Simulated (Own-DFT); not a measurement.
# Computed records: Hf$_{36}$O$_{71}$ (tetragonal hafnia with one neutral oxygen vacancy, atoms displaced)

A calculation, not a measurement: plane-wave PBE and HSE06 DFT by an unreviewed code, no spin, of a simulated cell at Gamma alone, so results move with cell size and shape, stress positive in tension, energies less offsets, not probed for a lower state with spin; hafnium file: forces about 75 meV/angstrom off all-electron values; oxygen file: force components 24 meV/angstrom off all-electron in a glass; k mesh not checked against a denser one; forces and stress are PBE's, HSE06 gives the energy alone, and its difference from PBE has offsets of its own; offsets are fitted by least squares, one for each functional and potential file, so energies compare only between cells with the same atoms and settings and are not formation energies; the far tail of each file's local potential was reset to the Coulomb form; each entry is a single point on an unrelaxed cell, so the pressure reflects the starting lattice, taken from the Materials Project, from which strain is counted, and rises with the displacements; printed positions are rounded, which can move forces by about a meV/angstrom; the program is a retired in-house code; no spin-orbit coupling. Program: Own-DFT development build.

Settings shared by all entries: first functional PBE; second functional HSE06; exact exchange share 0.25; screening 0.11 1/bohr; exchange divergence Gygi-Baldereschi; potential files PseudoDojo norm-conserving, scalar-relativistic, made for PBE, standard set; wave cutoff 48 hartree; occupations fixed; k mesh 1 x 1 x 1 centred on Gamma.

(1) Hf$_{36}$O$_{71}$ (tetragonal hafnia with one neutral oxygen vacancy, atoms displaced)

```
Hf36O71
1.0
     10.7800     0.0000     0.0000
      0.0000    10.7800     0.0000
      0.0000     0.0000    10.4493
Hf O Hf O Hf O Hf O Hf O Hf O Hf O Hf O Hf O Hf O Hf O Hf O Hf O Hf O Hf O Hf O Hf O Hf O
2 4 2 4 2 3 2 4 2 4 2 4 2 4 2 4 2 4 2 4 2 4 2 4 2 4 2 4 2 4 2 4 2 4 2 4
Direct
  0.00128 0.00313 0.01009
  0.16749 0.16597 0.25414
  0.00635 0.16651 0.15294
  0.16208 0.00442 0.34525
  0.00555 0.16571 0.40818
  0.17062 0.00198 0.10411
  0.00543 0.00089 0.50428
  0.16433 0.17249 0.74854
  0.99500 0.16459 0.64984
  0.16424 0.99023 0.85388
  0.00379 0.17213 0.89733
  0.16069 0.00241 0.59394
  0.98911 0.33071 0.99930
  0.16238 0.50210 0.25565
  0.17272 0.33690 0.33418
  0.00072 0.49468 0.40677
  0.16843 0.33236 0.09141
  0.99575 0.33486 0.49911
  0.17019 0.49839 0.75047
  0.00076 0.49433 0.64973
  0.16613 0.34179 0.84970
  0.99882 0.50630 0.89970
  0.17868 0.33083 0.60192
  0.99871 0.66685 0.00748
  0.16788 0.83032 0.24691
  0.99897 0.83940 0.15830
  0.17342 0.66828 0.34403
  0.99725 0.84182 0.40874
  0.16713 0.67040 0.09545
  0.00288 0.66603 0.50249
  0.16969 0.83675 0.75088
  0.00272 0.83718 0.65040
  0.17165 0.66466 0.85290
  0.99750 0.83483 0.90402
  0.16898 0.67045 0.59261
  0.33085 0.99017 0.99404
  0.50561 0.17030 0.24661
  0.33126 0.16832 0.15194
  0.49938 0.99598 0.34151
  0.33750 0.16238 0.41333
  0.50073 0.99366 0.09765
  0.34048 0.99883 0.50480
  0.49649 0.17659 0.75242
  0.33599 0.16735 0.65036
  0.49651 0.99599 0.84417
  0.33417 0.16245 0.90097
  0.51448 0.99918 0.59591
  0.33670 0.33560 0.00174
  0.50557 0.50564 0.25350
  0.33724 0.49826 0.15206
  0.49544 0.32535 0.34194
  0.33168 0.50452 0.40278
  0.49855 0.32526 0.09952
  0.32890 0.33327 0.49622
  0.49882 0.49420 0.74927
  0.33894 0.49457 0.65812
  0.49962 0.33790 0.84621
  0.32848 0.49961 0.90380
  0.49688 0.33297 0.59683
  0.33132 0.66731 0.00007
  0.49528 0.83148 0.25152
  0.33095 0.83682 0.15079
  0.50023 0.67109 0.34501
  0.33775 0.83865 0.39944
  0.50631 0.66043 0.10418
  0.33071 0.66349 0.49535
  0.50417 0.83147 0.74312
  0.33184 0.83328 0.66106
  0.49756 0.66916 0.85611
  0.33173 0.83368 0.89993
  0.49378 0.65902 0.60289
  0.67069 0.99635 0.98936
  0.84112 0.16577 0.24802
  0.66408 0.15986 0.14886
  0.83533 0.99184 0.35291
  0.65944 0.17183 0.40435
  0.82796 0.99998 0.09638
  0.66385 0.01009 0.50739
  0.83802 0.17154 0.75395
  0.66802 0.16850 0.65350
  0.83517 0.00015 0.85279
  0.66881 0.16996 0.91233
  0.82254 0.99933 0.59374
  0.66995 0.32591 0.00074
  0.83253 0.50707 0.24584
  0.66867 0.49352 0.14744
  0.82783 0.33488 0.34472
  0.66889 0.50113 0.40001
  0.83228 0.33736 0.10398
  0.66858 0.33720 0.49642
  0.83255 0.49992 0.75046
  0.66326 0.50945 0.65297
  0.82582 0.33596 0.84333
  0.66660 0.49408 0.90540
  0.83731 0.34023 0.59787
  0.66532 0.66934 0.99785
  0.82612 0.83724 0.25431
  0.65837 0.83711 0.15314
  0.83206 0.67037 0.35491
  0.67301 0.82235 0.40532
  0.82537 0.67289 0.09601
  0.66486 0.66318 0.48916
  0.82553 0.82940 0.75269
  0.66968 0.83554 0.65218
  0.83994 0.66779 0.84756
  0.66033 0.82930 0.91172
  0.83590 0.66491 0.59577
```

- PBE energy of cell above offsets: -96.416 eV
- HSE06 less PBE above offsets: 0.103 eV
- PBE pressure: 2.62 GPa
- PBE stress xx: -1.32 GPa
- PBE stress yy: -3.39 GPa
- PBE stress zz: -3.15 GPa
- PBE stress yz: -0.62 GPa
- PBE stress xz: 0.37 GPa
- PBE stress xy: 0.23 GPa

Force:
```
element  x (eV/Å)  y (eV/Å)  z (eV/Å)
     Hf     0.522    -1.641    -1.088
     Hf     1.878    -0.522    -1.226
      O    -1.605     0.038    -0.522
      O      0.28    -1.251     0.541
      O    -0.648     1.391    -1.045
      O    -0.875    -0.206    -0.742
     Hf    -2.396    -0.933     -0.58
     Hf     0.867    -0.383     0.619
      O     0.723     0.586     0.591
      O    -0.055     2.413    -0.399
      O    -0.434    -0.653     0.354
      O     2.981     0.256     1.413
     Hf     2.902     1.642    -0.061
     Hf     0.764    -0.095    -2.316
      O     0.037    -0.369         2
      O     0.408     1.132    -1.334
      O    -1.799     0.706    -0.077
     Hf     0.624    -0.577     0.799
     Hf     0.017     0.978     0.565
      O     0.637     0.182     0.332
      O    -0.234    -1.742    -0.785
      O    -0.506    -1.308     1.269
      O    -2.658    -0.248    -0.298
     Hf    -0.162     0.893    -1.497
     Hf     -0.47      1.89     0.414
      O    -0.195    -0.194    -0.345
      O    -0.562    -0.194     0.601
      O     0.717    -2.441    -0.495
      O    -0.625    -0.372     0.943
     Hf    -1.255     1.578     0.116
     Hf    -1.529    -1.288      0.63
      O    -0.785    -0.365     0.843
      O    -0.177     0.435    -0.915
      O    -0.003    -0.096     1.099
      O     0.036    -0.607     0.372
     Hf     1.249     1.782     1.485
     Hf    -1.421    -2.026    -0.878
      O     0.208     0.123     0.872
      O     0.271     0.807     1.085
      O    -0.613      0.35    -0.717
      O    -0.428     0.323    -1.371
     Hf    -0.288     0.213    -0.546
     Hf    -0.098    -1.532    -0.232
      O    -0.292    -0.636     0.808
      O     0.684     0.776    -0.548
      O    -0.181      0.83    -0.412
      O    -4.269    -0.384     1.448
     Hf    -0.828    -0.736     0.669
     Hf     -0.81     -1.06    -1.738
      O    -0.507     0.287     0.721
      O     0.173      2.91     1.088
      O     0.223    -0.995    -0.124
      O     1.078     0.269    -0.709
     Hf     1.856    -0.403    -0.171
     Hf     0.717     2.537      0.28
      O    -1.705     0.218    -0.934
      O    -0.088    -1.317      0.89
      O     0.522     0.216     0.027
      O     0.844     0.065    -0.248
     Hf     1.079    -0.568    -0.549
     Hf     0.459     1.987    -1.357
      O     0.134    -0.855    -0.314
      O    -0.039    -1.549     1.387
      O    -0.567    -1.009     0.769
      O    -0.964     0.074    -0.238
     Hf     0.872     1.401     0.975
     Hf    -0.657    -0.651      1.27
      O     0.977     0.797    -1.573
      O     0.199    -0.428    -0.889
      O    -0.024     -1.18     0.143
      O     0.364      1.03    -1.141
     Hf    -1.913     0.581     2.471
     Hf    -1.633     -0.95     0.753
      O     2.036     0.709     0.674
      O     -0.38     2.841    -1.066
      O     0.588    -0.128    -0.227
      O     1.289     0.378      0.61
     Hf     2.402    -0.907    -2.905
     Hf    -1.055    -1.834    -0.934
      O     0.107     0.648      0.67
      O    -0.547     0.395    -0.673
      O    -0.099    -1.266    -2.146
      O     2.304      0.33     1.267
     Hf    -1.542     2.267     1.359
     Hf    -0.083     0.026      0.12
      O     0.016     0.264     1.278
      O     0.592    -0.232     0.234
      O    -0.605    -0.702    -0.855
      O     0.813    -0.557    -0.424
     Hf    -0.564    -0.882     0.759
     Hf    -0.145     1.491    -0.556
      O      0.78    -0.892    -0.134
      O     0.797     -0.58     1.136
      O     0.299     0.809    -0.379
      O    -1.146    -0.294    -0.173
     Hf    -1.281    -2.035     0.581
     Hf    -0.324    -0.422    -0.135
      O     1.484    -0.312     0.312
      O     0.675    -1.359    -1.286
      O    -0.572     2.304    -0.458
      O     1.424    -0.732     0.894
     Hf     0.334     0.685     2.743
     Hf     2.569     0.666    -0.748
      O    -0.827      -0.8     0.361
      O    -0.948    -0.342    -0.024
      O     0.781     0.618    -2.397
      O    -0.169    -0.089     0.293
```

(2) Hf$_{36}$O$_{71}$ (tetragonal hafnia with one neutral oxygen vacancy, atoms displaced)

```
Hf36O71
1.0
     10.7800     0.0000     0.0000
      0.0000    10.7800     0.0000
      0.0000     0.0000    10.4493
Hf O Hf O Hf O Hf O Hf O Hf O Hf O Hf O Hf O Hf O Hf O Hf O Hf O Hf O Hf O Hf O Hf O Hf O
2 4 2 4 2 4 2 3 2 4 2 4 2 4 2 4 2 4 2 4 2 4 2 4 2 4 2 4 2 4 2 4 2 4 2 4
Direct
  0.99422 0.00151 0.99663
  0.16810 0.16561 0.24287
  0.00044 0.17180 0.15360
  0.16703 0.00000 0.34919
  0.99955 0.16527 0.39916
  0.16747 0.99622 0.10064
  0.00179 0.00330 0.50081
  0.16842 0.16552 0.74826
  0.99303 0.16383 0.65071
  0.16633 0.99644 0.84608
  0.00349 0.16287 0.90508
  0.16369 0.99628 0.59406
  0.99680 0.33384 0.00576
  0.16759 0.50072 0.24757
  0.00356 0.50443 0.15514
  0.16966 0.33700 0.34438
  0.99632 0.49685 0.39991
  0.16685 0.33553 0.09777
  0.00323 0.33191 0.50288
  0.16899 0.49686 0.74864
  0.16666 0.33667 0.85181
  0.00542 0.49876 0.90101
  0.16980 0.33064 0.59582
  0.00027 0.66884 0.99560
  0.16807 0.82746 0.24841
  0.00212 0.83293 0.15321
  0.16364 0.66506 0.34546
  0.99529 0.83543 0.40149
  0.16432 0.66849 0.10120
  0.00324 0.66805 0.50272
  0.16775 0.83210 0.74774
  0.00046 0.83741 0.64835
  0.16841 0.66896 0.85049
  0.00143 0.83331 0.89884
  0.16564 0.66857 0.60001
  0.33619 0.99733 0.99896
  0.50155 0.16845 0.24715
  0.33088 0.16258 0.15381
  0.50178 0.99967 0.34349
  0.33477 0.16593 0.40572
  0.49318 0.00326 0.09918
  0.33107 0.00169 0.50077
  0.50079 0.16532 0.74930
  0.33596 0.16625 0.65297
  0.50118 0.99989 0.84389
  0.33172 0.16857 0.90227
  0.50469 0.00044 0.59689
  0.33270 0.33801 0.00106
  0.50049 0.50366 0.25037
  0.33874 0.50003 0.15610
  0.49809 0.33722 0.35120
  0.33346 0.49877 0.39688
  0.50023 0.33408 0.10075
  0.32951 0.33536 0.49654
  0.49676 0.50351 0.74855
  0.33220 0.49807 0.64846
  0.49773 0.33174 0.84614
  0.32972 0.50241 0.90114
  0.50004 0.33594 0.59906
  0.33581 0.66835 0.99866
  0.50220 0.83623 0.25413
  0.33315 0.83817 0.14825
  0.49646 0.67178 0.34549
  0.32935 0.83025 0.40306
  0.49821 0.66634 0.09826
  0.33409 0.66467 0.50174
  0.50409 0.82964 0.74541
  0.32760 0.83246 0.65356
  0.50835 0.66771 0.84108
  0.33111 0.83370 0.90174
  0.49756 0.66864 0.59585
  0.67207 0.00304 0.00168
  0.83254 0.16457 0.24939
  0.66587 0.16420 0.15226
  0.83375 0.99505 0.34401
  0.67091 0.16734 0.39751
  0.83879 0.00071 0.09822
  0.66298 0.00136 0.50318
  0.83475 0.16890 0.75279
  0.66786 0.16580 0.65158
  0.83252 0.00258 0.84276
  0.66626 0.16602 0.90365
  0.83710 0.99874 0.59760
  0.67022 0.33503 0.99855
  0.83293 0.49743 0.24799
  0.66426 0.49940 0.15626
  0.83827 0.33504 0.35023
  0.66513 0.50012 0.40325
  0.83506 0.33653 0.09597
  0.66342 0.33395 0.49955
  0.83703 0.49849 0.74778
  0.66744 0.49933 0.64932
  0.83652 0.32984 0.84705
  0.66351 0.50417 0.89682
  0.83123 0.33981 0.60062
  0.67032 0.66796 0.99778
  0.82932 0.83549 0.24983
  0.66129 0.83269 0.15695
  0.83307 0.66569 0.34403
  0.66563 0.83575 0.40281
  0.83190 0.66632 0.10107
  0.67160 0.66635 0.50131
  0.83142 0.82764 0.74760
  0.66340 0.83455 0.65252
  0.83618 0.66450 0.84526
  0.66593 0.83402 0.89826
  0.83158 0.66538 0.59463
```

- PBE energy of cell above offsets: -100.489 eV
- HSE06 less PBE above offsets: -0.109 eV
- PBE pressure: 0.84 GPa
- PBE stress xx: -1.42 GPa
- PBE stress yy: 0.26 GPa
- PBE stress zz: -1.35 GPa
- PBE stress yz: 0.51 GPa
- PBE stress xz: 0.21 GPa
- PBE stress xy: 0.04 GPa

Force:
```
element  x (eV/Å)  y (eV/Å)  z (eV/Å)
     Hf     2.561    -1.212     0.271
     Hf    -0.287    -0.692     1.243
      O    -0.512     0.037    -0.538
      O     0.287     0.116    -0.298
      O    -0.022     0.526     0.383
      O    -0.702     0.698    -0.869
     Hf    -0.677    -0.896    -0.897
     Hf    -0.012    -0.228     1.026
      O     1.587     0.553     0.165
      O      0.06     0.899    -0.496
      O    -0.207     1.235    -0.357
      O     0.993     0.795     0.775
     Hf     1.701    -0.083     -0.98
     Hf     0.299     0.099     0.329
      O    -1.044    -0.538    -0.761
      O    -0.037    -0.921     0.431
      O     0.445     0.516     1.507
      O     0.014     0.036    -0.076
     Hf    -1.349     0.121    -1.158
     Hf    -0.904     0.679     0.756
      O     0.085    -0.837    -1.013
      O    -0.672     0.163    -0.103
      O     -0.87     0.175     0.805
     Hf     0.536     0.054     0.907
     Hf    -0.187     1.389    -0.107
      O    -0.991    -0.141    -0.293
      O    -0.048    -0.305     0.862
      O     0.285    -0.554     0.419
      O     0.911    -0.208    -0.786
     Hf    -0.289     0.333    -1.498
     Hf    -0.775      0.14     0.648
      O    -0.473    -0.831     0.553
      O    -0.194    -0.763    -0.483
      O    -0.726     0.122     0.169
      O     0.046     -0.75    -0.094
     Hf    -1.235     0.289     0.152
     Hf    -0.859     0.195      0.51
      O      0.79     0.668    -0.178
      O    -0.059     0.803     0.823
      O      0.04     0.206    -0.167
      O     2.115     0.129    -0.457
     Hf    -0.262    -0.561     -0.63
     Hf    -0.074      0.35     0.215
      O     -0.64    -0.389    -0.074
      O    -0.025    -0.338     0.226
      O    -0.149    -0.033     0.127
      O     -1.47    -0.124     0.054
     Hf     0.273    -0.787    -0.239
     Hf    -0.042    -0.069     0.623
      O      -1.1    -0.054    -1.068
      O     0.286    -0.795    -0.434
      O    -0.054     0.768     0.876
      O     0.413    -0.387    -0.562
     Hf     1.531    -0.155    -0.587
     Hf         1    -1.371    -0.339
      O     -0.06     0.271     0.118
      O     0.228     0.683     0.203
      O     0.622      0.08    -0.144
      O    -0.298    -0.165    -0.261
     Hf    -0.938     0.657     0.711
     Hf     -1.39    -0.312    -0.592
      O     0.426    -0.607     0.483
      O     0.158    -0.786     0.483
      O     0.187     0.463     0.355
      O     0.818    -0.034    -0.828
     Hf    -0.297     0.288    -1.023
     Hf    -1.483     1.052     0.581
      O     1.652     0.122    -0.393
      O    -0.657    -0.004     0.671
      O     0.546    -0.558    -0.163
      O     0.517    -0.082     0.214
     Hf    -1.475    -0.373    -0.315
     Hf     0.479     0.121      1.48
      O     0.686    -0.002    -0.613
      O    -0.261     1.516    -0.011
      O    -0.249    -0.071      0.41
      O    -1.479     0.065     0.024
     Hf     1.691     0.299    -0.757
     Hf    -0.513    -0.751    -1.168
      O     0.118     0.139     0.062
      O    -0.108     -0.89     0.934
      O     0.192     0.407     0.269
      O    -1.351    -0.202    -0.301
     Hf    -1.476     0.412    -0.168
     Hf     0.493     0.692         1
      O     0.688     -0.18     -0.97
      O    -0.505    -0.715    -0.708
      O     0.059      0.32         0
      O    -0.986     0.012     0.453
     Hf     0.101     0.186     0.035
     Hf    -0.065    -0.713    -0.606
      O    -0.287     0.513     0.581
      O    -0.196     1.171     0.783
      O     0.449    -0.938     0.873
      O     0.847     0.191     -0.15
     Hf    -0.833    -0.095     0.603
     Hf     1.404    -1.206     0.386
      O     0.991     0.435    -1.197
      O    -0.441     0.059     0.379
      O     0.053    -0.447     0.414
      O     0.031     0.025    -1.207
     Hf    -0.978    -0.322    -1.233
     Hf     0.943     1.477     -0.36
      O     1.206    -0.377     -0.51
      O    -0.124     0.022     0.238
      O     0.522     0.106     0.698
      O     1.028    -0.023     0.923
```
